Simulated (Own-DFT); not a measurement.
# Computed records: AlGa3N4 (wurtzite random alloy, strained, atoms displaced)

Computed with Own-DFT development build. A calculation, not a measurement: plane-wave PBE density functional theory by an unreviewed code, no spin, of a simulated periodic cell, stress positive in tension, free energy of the whole cell less one offset for each atom, forces on such cells passed a denser k mesh, this cell's mesh not checked; offsets are fitted by least squares, one for each functional and potential file, so energies compare only between cells with the same atoms and settings and are not formation energies; the far tail of each file's local potential was reset to the Coulomb form; each entry is a single point on an unrelaxed cell, so the pressure reflects the starting lattice, mostly measured values, from which strain is counted, and rises with the displacements; printed positions are rounded, which can move forces by about a meV/angstrom; the program is a retired in-house code; no spin-orbit coupling.

Settings shared by all entries: functional PBE; potential files PseudoDojo norm-conserving, scalar-relativistic, standard set with the stringent files for Ga; wave cutoff 96 hartree; occupations Gaussian; smearing width 0.01 eV; k mesh 4 x 4 x 3 centred on Gamma.

(1) AlGa3N4 (wurtzite random alloy, strained, atoms displaced)

```
AlGa3N4
1.0
      9.3428     0.0000     0.0000
     -4.6714     8.0911     0.0000
      0.0000     0.0000    10.2685
Al Ga N Ga N Ga N Ga N Al Ga N Ga N Ga N Al Ga N Ga N Al Ga N Ga N Al N Ga N Ga N Ga N Al N Ga Al N Ga N
1 1 2 2 2 2 2 2 2 1 1 2 2 2 2 2 1 1 2 2 2 1 1 2 2 2 2 2 2 2 2 2 2 2 2 2 1 1 2 2 2
Direct
  0.10734 0.22804 0.00076
  0.23431 0.10594 0.24708
  0.10388 0.21715 0.19291
  0.21985 0.11136 0.43944
  0.10861 0.21944 0.50475
  0.21937 0.11610 0.74818
  0.12292 0.23434 0.68097
  0.21887 0.11148 0.94115
  0.10989 0.55619 0.00268
  0.21935 0.44286 0.24717
  0.11326 0.56825 0.18567
  0.21978 0.44663 0.43761
  0.11460 0.55361 0.49420
  0.22022 0.43601 0.74598
  0.10923 0.56060 0.68176
  0.21559 0.44163 0.94395
  0.11013 0.87567 0.00468
  0.22117 0.77640 0.25550
  0.10176 0.88705 0.18261
  0.22872 0.78298 0.43641
  0.11275 0.88135 0.50922
  0.22016 0.77149 0.74551
  0.10076 0.88456 0.68872
  0.22235 0.77876 0.93568
  0.44594 0.22271 0.00763
  0.55603 0.10959 0.26867
  0.44282 0.21634 0.17935
  0.56651 0.11794 0.43940
  0.44064 0.21665 0.50074
  0.54984 0.11534 0.75391
  0.44031 0.21944 0.69072
  0.54786 0.09569 0.93613
  0.44096 0.55671 0.99807
  0.55721 0.45069 0.24881
  0.45328 0.56775 0.18346
  0.54842 0.44134 0.43322
  0.44426 0.55960 0.50316
  0.55249 0.44409 0.75238
  0.43833 0.54622 0.68797
  0.55166 0.43430 0.93678
  0.45651 0.89943 0.99570
  0.56057 0.77459 0.25417
  0.44683 0.89150 0.19179
  0.55627 0.78324 0.43733
  0.44422 0.88665 0.49139
  0.56071 0.78698 0.74832
  0.44607 0.87857 0.67878
  0.55681 0.77379 0.93386
  0.78133 0.22268 0.00609
  0.89509 0.11336 0.25266
  0.77121 0.21252 0.18020
  0.88538 0.10807 0.44283
  0.78199 0.22493 0.49425
  0.89091 0.11176 0.74901
  0.78331 0.21707 0.69499
  0.88730 0.11699 0.93925
  0.77967 0.55330 0.00377
  0.88966 0.44465 0.25395
  0.78432 0.55405 0.18775
  0.88239 0.44055 0.43623
  0.77203 0.55655 0.48941
  0.88012 0.43932 0.74588
  0.77946 0.55419 0.68215
  0.88612 0.44382 0.93781
  0.77594 0.89014 0.99507
  0.88235 0.77544 0.25123
  0.78226 0.88950 0.18500
  0.88765 0.77942 0.44154
  0.78773 0.89650 0.49652
  0.88117 0.78407 0.75198
  0.78939 0.89669 0.68844
  0.89750 0.77808 0.94497
```

- free energy of cell above offsets: -7.405 eV
- pressure: 14.77 GPa
- stress xx: -14.92 GPa
- stress yy: -16.62 GPa
- stress zz: -12.76 GPa
- stress yz: 0.25 GPa
- stress xz: 0.05 GPa
- stress xy: 1.13 GPa

Force:
| element | x (eV/Å) | y (eV/Å) | z (eV/Å) |
| --- | --- | --- | --- |
| Al | 1.073 | -1.774 | 0.605 |
| Ga | -2.7 | -0.266 | 0.595 |
| N | 2.177 | 1.349 | -1.745 |
| N | 1.501 | -0.446 | -0.073 |
| Ga | 0.266 | 0.599 | -2.144 |
| Ga | 0.627 | -1.466 | 1.535 |
| N | -1.22 | -2.891 | 1.009 |
| N | -0.761 | -0.482 | 0.186 |
| Ga | -0.45 | 0.566 | -0.959 |
| Ga | 0.309 | 0.501 | 0.041 |
| N | 0.482 | -2.25 | 0.772 |
| N | 2.036 | -0.378 | -0.423 |
| Ga | -1.603 | 0.696 | 1.049 |
| Ga | -1.548 | 3.194 | 1.72 |
| N | -0.261 | -2.564 | 0.406 |
| N | 0.484 | -0.172 | -1.075 |
| Al | -0.342 | 2.202 | -1.036 |
| Ga | -0.253 | 1.65 | -1.488 |
| N | 0.522 | -0.788 | 1.302 |
| N | -0.002 | -0.336 | 0.755 |
| Ga | -0.899 | 0.837 | -1.231 |
| Ga | -0.162 | 1.366 | 0.916 |
| N | 1.075 | 0.857 | 0.748 |
| N | 0.56 | -0.039 | 0.122 |
| Ga | -0.239 | -1.416 | -3.235 |
| Ga | 0.133 | 0.003 | -4.937 |
| N | 1.25 | 1.379 | 3.658 |
| N | -2.472 | -1.332 | 2.946 |
| Al | -0.154 | 0.794 | 0.305 |
| Ga | 1.637 | -1.364 | -0.699 |
| N | 0.078 | 0.357 | -2.036 |
| N | 0.022 | 5.181 | -0.736 |
| Ga | 0.716 | -0.636 | -0.271 |
| Ga | 0.181 | -1.035 | -0.703 |
| N | -0.62 | -2.247 | 0.162 |
| N | 0.041 | 0.106 | 1.444 |
| Al | 0.024 | -0.404 | -0.493 |
| Ga | 1.112 | 0.056 | -0.386 |
| N | 0.437 | 2.645 | -0.747 |
| N | -0.097 | 1.645 | 0.561 |
| Ga | -0.877 | -4.603 | 2.347 |
| Ga | -0.728 | 1.932 | -0.76 |
| N | 0.128 | -0.243 | -0.127 |
| N | 0.541 | -1.179 | 1.1 |
| Al | 0.437 | 0.826 | 1.461 |
| Al | 0.508 | -1.349 | -0.255 |
| N | -0.734 | 1.279 | -0.272 |
| N | -0.297 | 0.501 | -1.212 |
| Ga | -1.505 | 0.181 | -2.203 |
| Ga | -1.575 | -1.175 | -0.033 |
| N | 0.126 | 0.978 | 3.546 |
| N | 0.569 | 1.545 | -1.148 |
| Ga | 0.371 | -0.076 | 2.54 |
| Ga | 0.938 | 0.7 | 1.059 |
| N | -2.261 | 1.552 | -1.554 |
| N | 1.805 | -0.513 | -0.514 |
| Ga | -0.741 | 0.156 | -0.878 |
| Ga | 0.545 | -0.94 | -1.316 |
| N | -1.407 | 0.913 | 1.051 |
| N | -0.12 | 1.68 | 0.393 |
| Al | 0.275 | -0.381 | 1.576 |
| Al | 0.968 | 0.766 | 0.504 |
| N | -0.652 | -0.15 | -0.512 |
| N | 0.426 | -0.361 | -1.264 |
| Ga | 1.257 | 0.047 | 0.878 |
| Al | 1.027 | 0.565 | -0.394 |
| N | -0.038 | -0.402 | 0.719 |
| N | 0.847 | -1.249 | -1.755 |
| Ga | -1.182 | -1.659 | 1.203 |
| Ga | 2.586 | -2.381 | 1.169 |
| N | -2.973 | -0.604 | -0.731 |
| N | -1.223 | -0.053 | -1.037 |

(2) AlGa3N4 (wurtzite random alloy, strained, atoms displaced)

```
AlGa3N4
1.0
      9.3428     0.0000     0.0000
     -4.6714     8.0911     0.0000
      0.0000     0.0000    10.2685
Al N Ga Al N Ga N Ga N Ga N Al N Ga N Ga N Ga N Ga N Ga N Ga Al N Al Ga N Ga N Ga Al N Ga Al N Ga N Ga N
2 2 1 1 2 2 2 2 2 2 2 2 2 2 2 2 2 2 2 2 2 2 2 1 1 2 1 1 2 2 2 1 1 2 1 1 2 2 2 2 2
Direct
  0.12510 0.22558 0.99395
  0.22545 0.10938 0.24765
  0.11020 0.22273 0.19048
  0.22743 0.11636 0.44412
  0.10782 0.22698 0.49417
  0.23274 0.12089 0.74979
  0.12146 0.21918 0.68567
  0.22541 0.11451 0.93952
  0.10339 0.54578 0.99483
  0.21246 0.43175 0.25042
  0.10799 0.55387 0.17653
  0.22359 0.45015 0.43883
  0.11534 0.55545 0.50508
  0.22363 0.44339 0.74862
  0.09478 0.54399 0.69218
  0.22002 0.43366 0.93488
  0.11338 0.89767 0.99729
  0.22021 0.77802 0.24552
  0.11463 0.89134 0.19885
  0.22042 0.77400 0.45241
  0.12006 0.89762 0.49830
  0.23142 0.77735 0.75483
  0.11681 0.87858 0.68758
  0.22563 0.77630 0.94616
  0.44464 0.21351 0.00185
  0.55207 0.10329 0.24904
  0.44027 0.21787 0.19226
  0.55212 0.10838 0.44258
  0.45508 0.22519 0.50416
  0.54841 0.11130 0.74985
  0.44273 0.23069 0.68654
  0.55011 0.10278 0.93485
  0.43764 0.55475 0.99240
  0.56808 0.46065 0.24935
  0.45019 0.55484 0.18695
  0.54722 0.44263 0.43442
  0.45291 0.56117 0.50303
  0.55169 0.44340 0.74857
  0.44937 0.55567 0.68577
  0.55898 0.43484 0.93696
  0.43215 0.87628 0.00069
  0.56645 0.78635 0.24742
  0.44177 0.89362 0.18762
  0.55479 0.77755 0.44000
  0.45103 0.89596 0.49728
  0.55190 0.76799 0.74621
  0.43915 0.88485 0.67932
  0.54133 0.77044 0.93525
  0.78308 0.22446 0.99706
  0.88341 0.10491 0.24468
  0.77885 0.23148 0.18199
  0.89777 0.12133 0.44039
  0.77974 0.22594 0.49593
  0.89222 0.10927 0.75587
  0.77916 0.22399 0.68626
  0.88793 0.10288 0.94127
  0.78134 0.56245 0.99588
  0.90068 0.44942 0.24967
  0.77286 0.55926 0.19584
  0.88648 0.43616 0.44376
  0.77953 0.56662 0.50916
  0.89621 0.45231 0.75381
  0.77444 0.55258 0.70003
  0.87679 0.43435 0.94122
  0.77580 0.88430 0.99803
  0.89073 0.77637 0.25488
  0.77194 0.88374 0.18455
  0.89328 0.77651 0.44329
  0.77027 0.89395 0.50472
  0.87820 0.78106 0.74343
  0.77427 0.89315 0.69526
  0.89809 0.77884 0.92785
```

- free energy of cell above offsets: -7.103 eV
- pressure: 14.85 GPa
- stress xx: -16.54 GPa
- stress yy: -19.17 GPa
- stress zz: -8.85 GPa
- stress yz: 0.95 GPa
- stress xz: 0.61 GPa
- stress xy: -1.04 GPa

Force:
| element | x (eV/Å) | y (eV/Å) | z (eV/Å) |
| --- | --- | --- | --- |
| Al | -2.086 | -1.319 | 1.673 |
| Al | -0.62 | 1.055 | 1.655 |
| N | 1.124 | -2.32 | -1.919 |
| N | -0.114 | -0.748 | -1.705 |
| Ga | 2.617 | 0.314 | 1.308 |
| Al | -0.318 | -2.498 | -0.303 |
| N | -1.244 | 0.066 | 0.478 |
| N | -0.057 | 0.202 | -1.506 |
| Ga | 0.1 | 0.275 | -0.288 |
| Ga | 0.916 | 2.967 | 0.28 |
| N | 0.312 | 0.012 | 1.871 |
| N | 0.827 | -0.05 | -0.228 |
| Ga | -1.262 | -0.24 | 0.155 |
| Ga | -0.57 | -0.441 | -0.665 |
| N | 3.073 | 2.338 | 0.505 |
| N | -0.936 | 0.539 | -0.164 |
| Ga | 0.611 | -1.304 | 0.771 |
| Ga | 0.925 | -1.147 | 1.768 |
| N | -1.203 | 0.609 | -1.785 |
| N | -0.414 | 1.189 | -2.45 |
| Al | -0.096 | -0.718 | 1.143 |
| Al | -1.505 | -0.574 | -0.682 |
| N | -0.909 | 1.774 | 0.358 |
| N | -2.625 | -1.319 | -2.382 |
| Ga | 0.435 | 0.979 | 0.946 |
| Ga | -0.197 | 2.58 | 0.562 |
| N | 0.121 | 0.649 | -0.377 |
| N | 1.129 | 0.983 | -1.586 |
| Ga | -1.806 | 0.34 | -0.91 |
| Ga | 1.284 | -0.072 | -0.449 |
| N | 0.641 | -1.401 | 0.483 |
| N | 1.42 | 0.19 | 0.748 |
| Ga | 2.007 | -1.091 | 1.759 |
| Ga | -1.91 | -3.396 | 0.836 |
| N | -2.277 | 0.71 | -0.657 |
| N | 1.686 | 0.672 | 0.944 |
| Ga | -1.137 | -1.129 | -1.107 |
| Ga | 0.963 | 0.065 | 1.367 |
| N | -1.149 | 0.745 | 0.613 |
| N | -1.472 | 1.02 | 0.118 |
| Ga | 1.933 | 2.402 | 0.745 |
| Ga | -2.662 | -2.281 | 0.76 |
| N | 1.138 | -1.814 | -0.099 |
| N | 0.243 | 0.674 | -1.024 |
| Ga | -0.986 | -1.803 | 0.314 |
| Al | -1.207 | 1.89 | 0.595 |
| N | 1.262 | -0.609 | 2.36 |
| N | 1.808 | 0.7 | -1.477 |
| Al | -0.904 | -1.893 | 0.25 |
| Ga | -0.154 | 1.245 | 0.435 |
| N | 0.503 | -0.483 | 0.325 |
| N | -1.783 | -2.455 | -1.54 |
| Ga | -0.235 | -1.353 | 1.512 |
| Ga | -0.458 | 1.666 | -0.764 |
| N | -0.1 | 0.466 | 1.05 |
| N | 0.409 | 2.128 | 0.626 |
| Ga | -0.319 | -0.796 | 1.069 |
| Al | -1.994 | -0.549 | 0.654 |
| N | 4.398 | 0.444 | -2.009 |
| N | -0.46 | 3.15 | -2.216 |
| Ga | 0.573 | -2.418 | -0.374 |
| Al | -2.521 | -2.522 | 0.376 |
| N | 0.708 | 0.286 | -1.191 |
| N | 1.001 | 0.872 | -1.46 |
| Ga | -0.229 | -0.828 | -0.423 |
| Ga | -0.304 | 0.5 | 0.36 |
| N | 2.085 | 0.965 | -0.27 |
| N | -0.494 | 2.159 | 0.095 |
| Ga | 1.827 | 0.512 | -0.248 |
| Ga | 3.285 | -0.227 | 0.114 |
| N | -1.392 | -0.852 | -1.126 |
| N | -1.258 | 0.32 | 1.407 |

(3) AlGa3N4 (wurtzite random alloy, strained, atoms displaced)

```
AlGa3N4
1.0
      9.3428     0.0000     0.0000
     -4.6714     8.0911     0.0000
      0.0000     0.0000    10.2685
Ga Al N Al N Ga N Ga N Ga N Al Ga N Ga N Ga N Ga N Ga N Ga N Ga Al N Ga N Al Ga N Al N Ga N Ga N Ga Al N
1 1 2 2 2 2 2 2 2 2 2 1 1 2 2 2 2 2 2 2 2 2 2 2 1 1 2 2 2 1 1 2 2 2 2 2 2 2 1 1 2
Direct
  0.10824 0.21865 0.99776
  0.22512 0.11421 0.24955
  0.11683 0.22566 0.19734
  0.21754 0.10722 0.43694
  0.10061 0.22355 0.50527
  0.22144 0.10902 0.75569
  0.11291 0.22636 0.68750
  0.22315 0.10964 0.94134
  0.10514 0.54770 0.00486
  0.22419 0.44391 0.25180
  0.11603 0.55017 0.19668
  0.22892 0.45176 0.43114
  0.11869 0.55282 0.49710
  0.23357 0.44334 0.74873
  0.10401 0.55048 0.69222
  0.21926 0.43915 0.94420
  0.10627 0.89156 0.99793
  0.21632 0.77689 0.25060
  0.11145 0.89495 0.19165
  0.21869 0.76865 0.43881
  0.12000 0.89800 0.49511
  0.21243 0.77622 0.75427
  0.11863 0.89264 0.69496
  0.22227 0.77520 0.93116
  0.44056 0.22012 0.99804
  0.55949 0.11272 0.24713
  0.45083 0.22337 0.18266
  0.56191 0.10693 0.43863
  0.44138 0.22281 0.49820
  0.56766 0.12211 0.75189
  0.44685 0.22370 0.69396
  0.55045 0.10500 0.93383
  0.44396 0.54747 0.99347
  0.55385 0.44686 0.24610
  0.43757 0.55093 0.18634
  0.56305 0.44457 0.44235
  0.44118 0.54837 0.50653
  0.55366 0.45262 0.74825
  0.45640 0.55892 0.68884
  0.56119 0.45237 0.94418
  0.43993 0.88994 0.99719
  0.56130 0.78043 0.25173
  0.45916 0.89438 0.18338
  0.55666 0.78548 0.44478
  0.44563 0.88506 0.49675
  0.55807 0.78049 0.75454
  0.44741 0.89420 0.68617
  0.56231 0.77924 0.94350
  0.76998 0.21882 0.99791
  0.88754 0.10802 0.26572
  0.78201 0.22646 0.19491
  0.88901 0.11204 0.43589
  0.77652 0.22044 0.49022
  0.88805 0.11812 0.74931
  0.77722 0.22556 0.69206
  0.89433 0.11190 0.93901
  0.78220 0.55262 0.99811
  0.89009 0.44585 0.24971
  0.78016 0.55556 0.18717
  0.87296 0.43372 0.43877
  0.77998 0.55475 0.49307
  0.87956 0.43428 0.74799
  0.77172 0.55754 0.68336
  0.89577 0.45115 0.94195
  0.78501 0.89799 0.00188
  0.88443 0.77868 0.24482
  0.78142 0.88620 0.18922
  0.88575 0.77134 0.43651
  0.77722 0.87934 0.49218
  0.88509 0.76889 0.75055
  0.77825 0.88606 0.67904
  0.89104 0.78059 0.93960
```

- free energy of cell above offsets: -7.553 eV
- pressure: 14.88 GPa
- stress xx: -17.87 GPa
- stress yy: -17.17 GPa
- stress zz: -9.58 GPa
- stress yz: -0.12 GPa
- stress xz: -0.99 GPa
- stress xy: 0.71 GPa

Force:
| element | x (eV/Å) | y (eV/Å) | z (eV/Å) |
| --- | --- | --- | --- |
| Ga | 0.669 | 0.519 | 1.997 |
| Al | 0.295 | 0.235 | 0.019 |
| N | -0.147 | -1.725 | -1.147 |
| N | -0.829 | 1.277 | -0.297 |
| Al | 1.755 | 0.193 | -1.082 |
| Al | 0.374 | 0.346 | -0.813 |
| N | 0.944 | -1.158 | -0.38 |
| N | -0.661 | 0.456 | -1.532 |
| Ga | 1.501 | 1.528 | 0.345 |
| Ga | 0.573 | -0.217 | -0.569 |
| N | -2.668 | 0.747 | -1.048 |
| N | 0.417 | -2.426 | 2.408 |
| Ga | -2.311 | -0.392 | 1.369 |
| Ga | -1.989 | 0.98 | 0.98 |
| N | 1.24 | -0.038 | -0.858 |
| N | 0.244 | 0.44 | -1.432 |
| Ga | 1.628 | -0.884 | 0.836 |
| Ga | 1.376 | 0.332 | -0.26 |
| N | 0.399 | 0.274 | -0.596 |
| N | -1.096 | 1.999 | -0.12 |
| Al | -0.337 | -2.349 | 1.269 |
| Ga | 2.402 | -0.437 | -1.654 |
| N | -2.85 | 0.506 | -1.871 |
| N | -0.729 | -0.352 | 2.795 |
| Ga | 0.948 | 0.812 | 0.028 |
| Ga | -0.202 | -0.104 | 0.758 |
| N | -1.486 | -0.553 | 1.101 |
| N | -1.374 | 0.609 | -0.31 |
| Ga | 1.112 | -0.659 | 0.822 |
| Ga | -2.006 | -2.26 | -0.799 |
| N | -1.497 | -0.014 | -0.361 |
| N | 0.061 | 1.34 | 0.693 |
| Ga | -1.412 | 1.864 | 1.849 |
| Ga | 0.48 | -0.195 | 0.573 |
| N | 1.1 | 1.239 | -0.193 |
| N | -2.145 | -0.34 | -1.361 |
| Ga | 0.793 | 1.241 | -1.408 |
| Ga | 2.811 | -2.112 | 1.405 |
| N | -3.079 | 1.892 | 0.14 |
| N | 2.07 | -1.405 | -1.356 |
| Ga | 0.931 | -1.251 | 0.318 |
| Ga | -0.654 | -1.119 | -0.014 |
| N | -1.848 | -0.739 | 0.425 |
| N | 1.548 | -2.577 | -1.83 |
| Ga | -1.663 | 0.951 | 1.549 |
| Al | -0.161 | 0.94 | -0.668 |
| N | 0.561 | -1.039 | 0.956 |
| N | -0.728 | -0.173 | -1.688 |
| Ga | 0.951 | 0.436 | 1.235 |
| Ga | 0.499 | 0.584 | -4.525 |
| N | 0.674 | 0.275 | -1.13 |
| N | 0.017 | 0.394 | 3.875 |
| Al | -0.181 | -0.301 | 1.563 |
| Ga | 0.919 | -1.706 | -0.105 |
| N | 1.149 | -0.938 | -2.81 |
| N | -1.601 | 0.535 | -0.745 |
| Al | -0.905 | 1.069 | 0.744 |
| Al | -0.015 | -0.029 | 0.478 |
| N | 0.689 | -0.44 | -0.836 |
| N | 2.684 | 0.349 | -1.324 |
| Ga | 0.082 | 0.26 | 1.534 |
| Ga | -0.041 | 3.042 | 0.567 |
| N | 1.366 | 0.099 | 0.782 |
| N | -1.836 | -1.594 | -0.851 |
| Ga | -0.33 | -1.452 | 0.206 |
| Ga | 1.844 | -0.903 | 1.062 |
| N | -1.33 | 1.565 | -0.199 |
| N | 1.865 | 1.609 | -0.575 |
| Ga | -0.378 | 0.952 | 1.464 |
| Al | -0.073 | 1.684 | -0.422 |
| N | 0.135 | -0.01 | 2.098 |
| N | -0.543 | -1.679 | -1.074 |
